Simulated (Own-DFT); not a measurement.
# Computed records: AlGa₃N₄ (wurtzite random alloy, atoms displaced)

All values are calculated (Own-DFT development build). A calculation, not a measurement: plane-wave density functional theory by an unreviewed code, no spin, of a simulated periodic cell, stress positive in tension, run twice, with PBE and with PBEsol, both on files made for PBE, so the change isn't that of files made for PBEsol, forces on such cells passed a denser k mesh, this cell's mesh not checked; the far tail of each file's local potential was reset to the Coulomb form; each entry is a single point on an unrelaxed cell, so the pressure reflects the starting lattice, mostly measured values (interpolated for alloys), from which strain is counted, and rises with the displacements; printed positions are rounded, which can move forces by about a meV/angstrom; the program, named Own-DFT, is a retired in-house code; no spin-orbit coupling; stress was not checked against mesh or cutoff.

Settings shared by all entries: functional PBE, then PBEsol; potential files PseudoDojo norm-conserving, scalar-relativistic, standard set; wave cutoff 42 hartree; occupations Fermi-Dirac; smearing width 0.1 eV; k mesh 4 x 4 x 3 centred on Gamma.

(1) 
```cif
# cell vector a (Å): 9.5092 0.0000 0.0000
# cell vector b (Å): -4.7546 8.2353 0.0000
# cell vector c (Å): 0.0000 0.0000 10.2685
data_AlGa3N4
_symmetry_space_group_name_H-M 'P 1'
_symmetry_Int_Tables_number 1
_cell_length_a 9.5092
_cell_length_b 9.5093
_cell_length_c 10.2685
_cell_angle_alpha 90.000
_cell_angle_beta 90.000
_cell_angle_gamma 120.000
_cell_volume 804.14
loop_
_atom_site_label
_atom_site_type_symbol
_atom_site_fract_x
_atom_site_fract_y
_atom_site_fract_z
_atom_site_occupancy
Al1 Al 0.10410 0.23039 0.99023 1
Ga1 Ga 0.23205 0.13268 0.24715 1
N1 N 0.11800 0.22880 0.19221 1
N2 N 0.21455 0.11157 0.44124 1
Ga2 Ga 0.12014 0.22164 0.50365 1
Ga3 Ga 0.22993 0.10718 0.75077 1
N3 N 0.12067 0.21945 0.69705 1
N4 N 0.21774 0.11819 0.93907 1
Al2 Al 0.12618 0.57300 0.00307 1
Ga4 Ga 0.22990 0.44705 0.25464 1
N5 N 0.12794 0.57145 0.18336 1
N6 N 0.20814 0.42790 0.43354 1
Ga5 Ga 0.11371 0.55267 0.50108 1
Al3 Al 0.22526 0.45256 0.74907 1
N7 N 0.11052 0.54659 0.68081 1
N8 N 0.21490 0.44831 0.95079 1
Ga6 Ga 0.09455 0.88348 0.00103 1
Ga7 Ga 0.21551 0.76872 0.25340 1
N9 N 0.12378 0.89817 0.18635 1
N10 N 0.21107 0.75249 0.43385 1
Ga8 Ga 0.10689 0.89527 0.50714 1
Al4 Al 0.21831 0.77310 0.73937 1
N11 N 0.13162 0.88515 0.67554 1
N12 N 0.22809 0.78290 0.94101 1
Ga9 Ga 0.43416 0.21087 0.00291 1
Ga10 Ga 0.55624 0.10654 0.23719 1
N13 N 0.44878 0.23825 0.19795 1
N14 N 0.55265 0.12321 0.45281 1
Ga11 Ga 0.44935 0.22809 0.50516 1
Al5 Al 0.57367 0.12729 0.76702 1
N15 N 0.44545 0.20598 0.69245 1
N16 N 0.54973 0.12987 0.93386 1
Ga12 Ga 0.43679 0.55035 0.00374 1
Ga13 Ga 0.55652 0.43400 0.25442 1
N17 N 0.44296 0.55308 0.18097 1
N18 N 0.57700 0.46653 0.44472 1
Ga14 Ga 0.44704 0.55067 0.50387 1
Ga15 Ga 0.56284 0.44819 0.76307 1
N19 N 0.44780 0.56865 0.69633 1
N20 N 0.55895 0.45402 0.94019 1
Ga16 Ga 0.44374 0.89239 0.98893 1
Al6 Al 0.55471 0.77775 0.25804 1
N21 N 0.45823 0.88252 0.18399 1
N22 N 0.55187 0.78142 0.44229 1
Al7 Al 0.43439 0.88213 0.49545 1
Al8 Al 0.55723 0.78531 0.75543 1
N23 N 0.44199 0.89245 0.70135 1
N24 N 0.53914 0.77197 0.93040 1
Ga17 Ga 0.77375 0.21574 0.99648 1
Ga18 Ga 0.88607 0.11126 0.25229 1
N25 N 0.78704 0.20572 0.16671 1
N26 N 0.89261 0.11146 0.44466 1
Ga19 Ga 0.77174 0.22956 0.49204 1
Ga20 Ga 0.90604 0.11125 0.75351 1
N27 N 0.77577 0.21068 0.69386 1
N28 N 0.88195 0.11877 0.93123 1
Ga21 Ga 0.77847 0.55719 0.00847 1
Al9 Al 0.88198 0.43316 0.25644 1
N29 N 0.78132 0.55768 0.19956 1
N30 N 0.87279 0.44170 0.44036 1
Ga22 Ga 0.78082 0.53860 0.50593 1
Ga23 Ga 0.88692 0.44210 0.76047 1
N31 N 0.76920 0.53856 0.69424 1
N32 N 0.89107 0.45023 0.93182 1
Ga24 Ga 0.78952 0.91235 0.98705 1
Ga25 Ga 0.87068 0.76032 0.25022 1
N33 N 0.78219 0.88816 0.19391 1
N34 N 0.89121 0.78455 0.44586 1
Ga26 Ga 0.76787 0.89051 0.50748 1
Ga27 Ga 0.89387 0.77567 0.73468 1
N35 N 0.77035 0.88728 0.68175 1
N36 N 0.89160 0.78308 0.92390 1
_calc_PBE_pressure 10.16  # GPa
_calc_PBE_stress_xx -9.63  # GPa
_calc_PBE_stress_yy -8.17  # GPa
_calc_PBE_stress_zz -12.69  # GPa
_calc_PBE_stress_yz -0.2  # GPa
_calc_PBE_stress_xz 0.52  # GPa
_calc_PBE_stress_xy 2.22  # GPa
_calc_PBEsol_pressure 5.25  # GPa
_calc_PBEsol_stress_xx -4.71  # GPa
_calc_PBEsol_stress_yy -3.32  # GPa
_calc_PBEsol_stress_zz -7.73  # GPa
_calc_PBEsol_stress_yz -0.18  # GPa
_calc_PBEsol_stress_xz 0.52  # GPa
_calc_PBEsol_stress_xy 2.16  # GPa
_calc_rms_change_of_force_components_from_PBE_to_PBEsol 0.08  # eV/angstrom
```

Force:
| force element | PBE force x (eV/Å) | PBE force y (eV/Å) | PBE force z (eV/Å) | PBEsol force x (eV/Å) | PBEsol force y (eV/Å) | PBEsol force z (eV/Å) |
| --- | --- | --- | --- | --- | --- | --- |
| Al | 1.12 | -0.219 | 1.806 | 1.106 | -0.248 | 1.811 |
| Ga | -0.387 | -3.259 | 1.088 | -0.388 | -3.172 | 1.068 |
| N | -1.988 | -0.087 | -2.323 | -1.916 | -0.074 | -2.152 |
| N | 2.877 | 0.125 | -0.823 | 2.801 | 0.138 | -0.788 |
| Ga | -2.287 | -0.43 | 0.793 | -2.233 | -0.432 | 0.751 |
| Ga | 0.287 | -0.19 | 0.358 | 0.281 | -0.17 | 0.34 |
| N | 0.103 | 1.717 | -0.47 | 0.097 | 1.534 | -0.499 |
| N | -0.861 | -0.49 | 0.352 | -0.698 | -0.554 | 0.29 |
| Al | -1.202 | -1.057 | -0.329 | -1.215 | -1.052 | -0.329 |
| Ga | -0.797 | 0.299 | -1.765 | -0.77 | 0.273 | -1.731 |
| N | -1.561 | -4.11 | 0.197 | -1.445 | -3.951 | 0.357 |
| N | 1.066 | 2.052 | 1.587 | 1.05 | 2.008 | 1.551 |
| Ga | -0.382 | -2.231 | -0.486 | -0.38 | -2.17 | -0.469 |
| Al | 0.792 | -0.675 | 0.915 | 0.8 | -0.701 | 0.925 |
| N | -0.418 | 0.824 | 2.107 | -0.549 | 0.766 | 1.939 |
| N | -0.191 | -0.451 | -2.585 | -0.033 | -0.352 | -2.524 |
| Ga | 2.207 | 1.133 | 0.324 | 2.172 | 1.119 | 0.32 |
| Ga | 0.018 | 3 | -0.799 | 0.013 | 2.897 | -0.788 |
| N | -0.855 | -0.288 | 0.747 | -0.831 | -0.298 | 0.708 |
| N | 0.318 | 4.081 | 0.981 | 0.223 | 3.902 | 0.906 |
| Ga | 0.475 | -0.648 | -4.166 | 0.434 | -0.626 | -4.045 |
| Al | 2.405 | -0.485 | 1.899 | 2.392 | -0.523 | 1.923 |
| N | -2.533 | 0.202 | 3.559 | -2.686 | 0.324 | 3.373 |
| N | -2.123 | -0.641 | -1.884 | -2.058 | -0.453 | -1.797 |
| Ga | -2.21 | 2.651 | 0.723 | -2.145 | 2.592 | 0.694 |
| Ga | -0.19 | -0.203 | 1.349 | -0.19 | -0.211 | 1.291 |
| N | 1.897 | -4.418 | -2.485 | 1.842 | -4.326 | -2.437 |
| N | 1.216 | -3.445 | -3.037 | 1.197 | -3.23 | -2.985 |
| Ga | -2.018 | 0.604 | 0.569 | -1.942 | 0.575 | 0.568 |
| Al | -0.911 | -2.19 | -4.578 | -0.894 | -2.191 | -4.575 |
| N | 0.145 | 2.303 | 0.407 | -0.008 | 2.312 | 0.333 |
| N | 2.784 | -1.865 | 2.316 | 2.694 | -1.825 | 2.525 |
| Ga | 0.337 | 0.924 | -1.355 | 0.327 | 0.9 | -1.302 |
| Ga | -0.918 | 5.011 | 1.218 | -0.897 | 4.896 | 1.182 |
| N | 1.208 | 1.158 | 3.421 | 1.158 | 1.005 | 3.298 |
| N | -2.131 | -2.584 | -1.035 | -2.088 | -2.55 | -1.014 |
| Ga | -1.088 | 0.924 | 0.514 | -1.03 | 0.921 | 0.511 |
| Ga | -1.786 | -1.018 | -1.873 | -1.721 | -0.976 | -1.818 |
| N | 0.062 | -1.416 | -0.309 | 0.186 | -1.465 | -0.407 |
| N | 0.112 | -1.1 | 2.052 | 0.106 | -1.068 | 1.987 |
| Ga | 0.326 | 0.292 | 0.966 | 0.305 | 0.256 | 0.958 |
| Al | 1.35 | -0.68 | -1.272 | 1.376 | -0.705 | -1.258 |
| N | -1.712 | 0.987 | 0.267 | -1.831 | 1.09 | 0.19 |
| N | -0.88 | -0.569 | -0.869 | -0.71 | -0.624 | -0.74 |
| Al | -0.145 | 1.015 | 1.613 | -0.162 | 1.031 | 1.615 |
| Al | -0.671 | -0.047 | -1.633 | -0.642 | -0.029 | -1.653 |
| N | 0.618 | 0.019 | -1.393 | 0.606 | 0.056 | -1.375 |
| N | 2.122 | 1.004 | 1.112 | 2.038 | 0.985 | 1.28 |
| Ga | -1.733 | 2.462 | -2.513 | -1.683 | 2.387 | -2.441 |
| Ga | 2.87 | -1.064 | 1.16 | 2.814 | -1.055 | 1.112 |
| N | -2.817 | 2.777 | 4.501 | -2.752 | 2.614 | 4.37 |
| N | -1.342 | 0.741 | -0.594 | -1.325 | 0.717 | -0.598 |
| Ga | 2.148 | -2.436 | 2.645 | 2.08 | -2.364 | 2.606 |
| Ga | -2.164 | -0.344 | -2.623 | -2.136 | -0.334 | -2.569 |
| N | 0.446 | 1.259 | -0.194 | 0.591 | 1.324 | -0.239 |
| N | 2.39 | 0.947 | 0.567 | 2.217 | 0.83 | 0.504 |
| Ga | 0 | 0.248 | -1.165 | -0.019 | 0.23 | -1.162 |
| Al | 1.065 | 1.104 | -1.669 | 1.08 | 1.073 | -1.672 |
| N | 1.279 | -3.878 | -1.662 | 1.12 | -3.703 | -1.674 |
| N | 5.22 | -1.078 | -3.283 | 5.072 | -1.072 | -3.038 |
| Ga | -3.209 | 4.828 | 2.12 | -3.155 | 4.694 | 2.07 |
| Ga | 0.962 | -0.987 | -3.256 | 0.915 | -0.967 | -3.183 |
| N | 0.908 | 1.832 | -0.932 | 0.896 | 1.792 | -0.917 |
| N | 0.871 | 0.378 | 4.58 | 0.758 | 0.314 | 4.42 |
| Ga | -0.46 | -4.514 | 1.996 | -0.443 | -4.399 | 1.946 |
| Ga | 1.471 | 4.694 | 2.107 | 1.423 | 4.589 | 2.06 |
| N | -1.388 | -0.345 | -1.218 | -1.249 | -0.27 | -1.213 |
| N | -0.458 | -1.426 | -0.238 | -0.442 | -1.387 | -0.233 |
| Ga | 1.103 | 0.169 | -2.573 | 1.095 | 0.166 | -2.496 |
| Ga | -0.454 | -0.295 | 0.114 | -0.458 | -0.292 | 0.133 |
| N | 1.005 | -0.126 | 3.606 | 1.129 | -0.047 | 3.452 |
| N | -1.316 | -0.474 | 0.755 | -1.267 | -0.444 | 0.759 |

(2) 
```cif
# cell vector a (Å): 9.5092 0.0000 0.0000
# cell vector b (Å): -4.7546 8.2353 0.0000
# cell vector c (Å): 0.0000 0.0000 10.2685
data_AlGa3N4
_symmetry_space_group_name_H-M 'P 1'
_symmetry_Int_Tables_number 1
_cell_length_a 9.5092
_cell_length_b 9.5093
_cell_length_c 10.2685
_cell_angle_alpha 90.000
_cell_angle_beta 90.000
_cell_angle_gamma 120.000
_cell_volume 804.14
loop_
_atom_site_label
_atom_site_type_symbol
_atom_site_fract_x
_atom_site_fract_y
_atom_site_fract_z
_atom_site_occupancy
Ga1 Ga 0.11823 0.22112 0.00430 1
Al1 Al 0.22139 0.12251 0.26015 1
N1 N 0.11731 0.22992 0.19677 1
N2 N 0.22126 0.11164 0.43386 1
Ga2 Ga 0.09554 0.20840 0.49785 1
Ga3 Ga 0.21540 0.09491 0.75625 1
N3 N 0.09392 0.20041 0.69396 1
N4 N 0.22542 0.12909 0.94494 1
Ga4 Ga 0.12605 0.55948 0.01004 1
Al2 Al 0.22379 0.44548 0.25332 1
N5 N 0.11025 0.54706 0.19207 1
N6 N 0.21087 0.43000 0.43901 1
Ga5 Ga 0.11604 0.54071 0.49037 1
Al3 Al 0.20507 0.44771 0.75819 1
N7 N 0.10363 0.56713 0.70183 1
N8 N 0.22841 0.43646 0.94643 1
Al4 Al 0.10266 0.87983 0.00063 1
Ga6 Ga 0.20700 0.77297 0.24279 1
N9 N 0.09878 0.87656 0.18487 1
N10 N 0.22949 0.78880 0.44464 1
Al5 Al 0.12155 0.89613 0.49793 1
Ga7 Ga 0.23588 0.78975 0.75298 1
N11 N 0.11297 0.88265 0.69436 1
N12 N 0.22926 0.77671 0.93917 1
Al6 Al 0.44060 0.22285 0.00128 1
Ga8 Ga 0.53759 0.09669 0.24199 1
N13 N 0.43656 0.21342 0.18930 1
N14 N 0.58073 0.12496 0.43431 1
Ga9 Ga 0.43517 0.20889 0.48483 1
Ga10 Ga 0.55763 0.11114 0.75649 1
N15 N 0.44621 0.22065 0.70530 1
N16 N 0.55927 0.12580 0.93962 1
Ga11 Ga 0.44549 0.55654 0.99599 1
Ga12 Ga 0.54301 0.42853 0.26292 1
N17 N 0.45710 0.56497 0.19174 1
N18 N 0.55594 0.45358 0.43088 1
Al7 Al 0.46115 0.56640 0.49935 1
Ga13 Ga 0.55233 0.44715 0.74922 1
N19 N 0.43381 0.54694 0.69737 1
N20 N 0.54889 0.43758 0.93209 1
Ga14 Ga 0.43323 0.88300 0.99395 1
Ga15 Ga 0.57150 0.79870 0.25226 1
N21 N 0.42331 0.87268 0.18716 1
N22 N 0.55234 0.76797 0.45425 1
Ga16 Ga 0.44468 0.89133 0.49422 1
Ga17 Ga 0.56579 0.77751 0.75976 1
N23 N 0.44257 0.89302 0.69006 1
N24 N 0.56385 0.78725 0.92826 1
Ga18 Ga 0.79228 0.22903 0.00596 1
Ga19 Ga 0.88570 0.11202 0.25205 1
N25 N 0.76670 0.21267 0.19823 1
N26 N 0.88700 0.11474 0.44769 1
Ga20 Ga 0.77433 0.22431 0.49919 1
Ga21 Ga 0.90076 0.09406 0.73056 1
N27 N 0.77531 0.23116 0.68752 1
N28 N 0.89434 0.10904 0.94672 1
Ga22 Ga 0.78273 0.56276 0.99760 1
Al8 Al 0.88841 0.43266 0.25103 1
N29 N 0.78254 0.54819 0.18858 1
N30 N 0.89552 0.44676 0.43210 1
Ga23 Ga 0.75736 0.54965 0.50452 1
Ga24 Ga 0.87368 0.44409 0.75125 1
N31 N 0.77838 0.56121 0.69383 1
N32 N 0.89132 0.46076 0.94675 1
Ga25 Ga 0.78578 0.88357 0.00116 1
Ga26 Ga 0.87912 0.76297 0.25854 1
N33 N 0.77957 0.89301 0.19931 1
N34 N 0.88499 0.76014 0.44055 1
Al9 Al 0.78482 0.90476 0.51442 1
Ga27 Ga 0.88703 0.76943 0.74391 1
N35 N 0.78010 0.88530 0.68583 1
N36 N 0.88138 0.78740 0.94774 1
_calc_PBE_pressure 10.43  # GPa
_calc_PBE_stress_xx -12.76  # GPa
_calc_PBE_stress_yy -9.34  # GPa
_calc_PBE_stress_zz -9.19  # GPa
_calc_PBE_stress_yz -1.11  # GPa
_calc_PBE_stress_xz 0.19  # GPa
_calc_PBE_stress_xy -0.54  # GPa
_calc_PBEsol_pressure 5.52  # GPa
_calc_PBEsol_stress_xx -7.71  # GPa
_calc_PBEsol_stress_yy -4.41  # GPa
_calc_PBEsol_stress_zz -4.43  # GPa
_calc_PBEsol_stress_yz -1.02  # GPa
_calc_PBEsol_stress_xz 0.18  # GPa
_calc_PBEsol_stress_xy -0.49  # GPa
_calc_rms_change_of_force_components_from_PBE_to_PBEsol 0.083  # eV/angstrom
```

Force:
| force element | PBE force x (eV/Å) | PBE force y (eV/Å) | PBE force z (eV/Å) | PBEsol force x (eV/Å) | PBEsol force y (eV/Å) | PBEsol force z (eV/Å) |
| --- | --- | --- | --- | --- | --- | --- |
| Ga | -2.864 | 0.323 | 1.166 | -2.793 | 0.32 | 1.126 |
| Al | 0.224 | -1.759 | -3.264 | 0.233 | -1.777 | -3.266 |
| N | -0.067 | -0.424 | 0.414 | -0.207 | -0.494 | 0.294 |
| N | -0.738 | -1.376 | 0.976 | -0.701 | -1.196 | 1.111 |
| Ga | 2.047 | 1.984 | 1.419 | 1.979 | 1.957 | 1.382 |
| Ga | 0.29 | 2.47 | 0.309 | 0.269 | 2.421 | 0.308 |
| N | 6.047 | 5.65 | -2.159 | 5.898 | 5.406 | -2.153 |
| N | 3.327 | -4.232 | -0.625 | 3.096 | -4.119 | -0.695 |
| Ga | -1.127 | -1.007 | -1.507 | -1.102 | -0.972 | -1.457 |
| Al | 0.943 | 0.725 | -0.337 | 0.949 | 0.745 | -0.346 |
| N | -0.192 | -0.541 | 1.087 | -0.208 | -0.366 | 0.941 |
| N | 3.495 | 0.359 | -0.759 | 3.3 | 0.302 | -0.629 |
| Ga | -3.081 | 2.788 | 2.336 | -3.031 | 2.703 | 2.268 |
| Al | 1.245 | -0.57 | -0.445 | 1.238 | -0.593 | -0.444 |
| N | 1.577 | -1.801 | -1.217 | 1.427 | -1.685 | -1.218 |
| N | -2.085 | 1.311 | -1.616 | -2.024 | 1.289 | -1.433 |
| Al | 0.267 | 1.253 | 0.107 | 0.277 | 1.249 | 0.068 |
| Ga | 0.576 | -0.676 | 1.883 | 0.579 | -0.658 | 1.824 |
| N | -0.786 | 2.267 | -0.019 | -0.751 | 2.101 | 0.122 |
| N | -0.935 | -1.157 | -1.299 | -0.744 | -1.199 | -1.33 |
| Al | -0.954 | -2.139 | 0.638 | -0.974 | -2.112 | 0.652 |
| Ga | -0.666 | -1.886 | -0.329 | -0.661 | -1.856 | -0.32 |
| N | -1.111 | 0.296 | -1.677 | -1.08 | 0.306 | -1.503 |
| N | -3.497 | -0.267 | 0.251 | -3.283 | -0.307 | 0.21 |
| Al | 0.537 | 0.608 | -0.474 | 0.537 | 0.613 | -0.456 |
| Ga | 1.242 | 0.338 | 0.412 | 1.234 | 0.35 | 0.412 |
| N | -1.471 | 0.058 | -0.027 | -1.309 | 0.116 | 0.088 |
| N | -5.139 | -3.191 | -1.578 | -5.048 | -3.132 | -1.543 |
| Ga | 1.917 | 1.657 | 2.878 | 1.874 | 1.625 | 2.792 |
| Ga | 0.416 | 0.264 | -0.584 | 0.391 | 0.269 | -0.566 |
| N | -1.188 | -0.32 | -2.822 | -1.152 | -0.321 | -2.736 |
| N | 0.278 | -1.153 | 1.812 | 0.403 | -1.207 | 1.689 |
| Ga | 1.412 | 0.54 | 0.923 | 1.383 | 0.513 | 0.892 |
| Ga | 1.015 | 1.829 | -5.429 | 1.008 | 1.81 | -5.294 |
| N | -1.293 | -0.781 | 0.266 | -1.174 | -0.727 | 0.224 |
| N | -1.156 | -1.789 | 4.074 | -0.967 | -1.836 | 3.903 |
| Al | -2.324 | -3.133 | 1.794 | -2.329 | -3.174 | 1.812 |
| Ga | -0.145 | -1.142 | 0.308 | -0.146 | -1.113 | 0.342 |
| N | -1.055 | 0.79 | -1.854 | -0.888 | 0.837 | -1.736 |
| N | 0.677 | 0.73 | 2.035 | 0.653 | 0.872 | 1.92 |
| Ga | 3.076 | 2.677 | 0.957 | 3.004 | 2.591 | 0.933 |
| Ga | -1.944 | -2.872 | 0.817 | -1.886 | -2.825 | 0.781 |
| N | 1.731 | 1.034 | -0.191 | 1.692 | 1.04 | -0.185 |
| N | 0.788 | 3.747 | -1.476 | 0.66 | 3.88 | -1.556 |
| Ga | 1.053 | 0.413 | 1.413 | 1.026 | 0.383 | 1.388 |
| Ga | -1.82 | -0.5 | -4.312 | -1.769 | -0.489 | -4.184 |
| N | 2.303 | 0.284 | -0.642 | 2.228 | 0.286 | -0.61 |
| N | -0.409 | -0.458 | 4.754 | -0.402 | -0.467 | 4.638 |
| Ga | -1.146 | -0.312 | -0.695 | -1.131 | -0.329 | -0.673 |
| Ga | 0.746 | 0.397 | 0.192 | 0.71 | 0.377 | 0.185 |
| N | 0.377 | 0.88 | -0.875 | 0.382 | 0.705 | -0.911 |
| N | -0.748 | -2.173 | -0.964 | -0.718 | -1.948 | -0.995 |
| Ga | 2.404 | 2.848 | 1.748 | 2.354 | 2.786 | 1.7 |
| Ga | -7.34 | 0.169 | 4.854 | -7.142 | 0.139 | 4.75 |
| N | 1.227 | -1.463 | 0.034 | 1.168 | -1.421 | 0.016 |
| N | -0.279 | 0.271 | -0.923 | -0.262 | 0.272 | -0.87 |
| Ga | -2.076 | -0.79 | 1.433 | -2.024 | -0.771 | 1.411 |
| Al | -1.069 | 0.855 | -0.406 | -1.054 | 0.85 | -0.428 |
| N | -0.609 | -0.936 | 0.541 | -0.708 | -0.815 | 0.483 |
| N | -0.943 | -0.13 | 0.603 | -0.9 | -0.147 | 0.761 |
| Ga | 3.61 | 0.135 | 0.007 | 3.536 | 0.159 | -0.015 |
| Ga | 2.248 | 0.055 | 1.05 | 2.195 | 0.076 | 1.015 |
| N | -1.524 | -1.568 | -1.331 | -1.496 | -1.54 | -1.303 |
| N | 2.557 | -1.537 | -0.913 | 2.484 | -1.513 | -0.901 |
| Ga | -5.46 | 3.547 | 2.257 | -5.335 | 3.469 | 2.185 |
| Ga | -0.031 | 0.184 | -0.956 | -0.021 | 0.161 | -0.935 |
| N | 1.581 | 0.046 | -1.162 | 1.524 | 0.045 | -1.133 |
| N | -0.246 | 3.708 | 1.839 | -0.274 | 3.507 | 1.721 |
| Al | -0.184 | -2.806 | -3.526 | -0.18 | -2.8 | -3.556 |
| Ga | 0.428 | 1.98 | 1.469 | 0.401 | 1.931 | 1.435 |
| N | -0.11 | -1.853 | 0.505 | -0.094 | -1.806 | 0.728 |
| N | 6.149 | -2.726 | -3.17 | 5.876 | -2.746 | -3.13 |
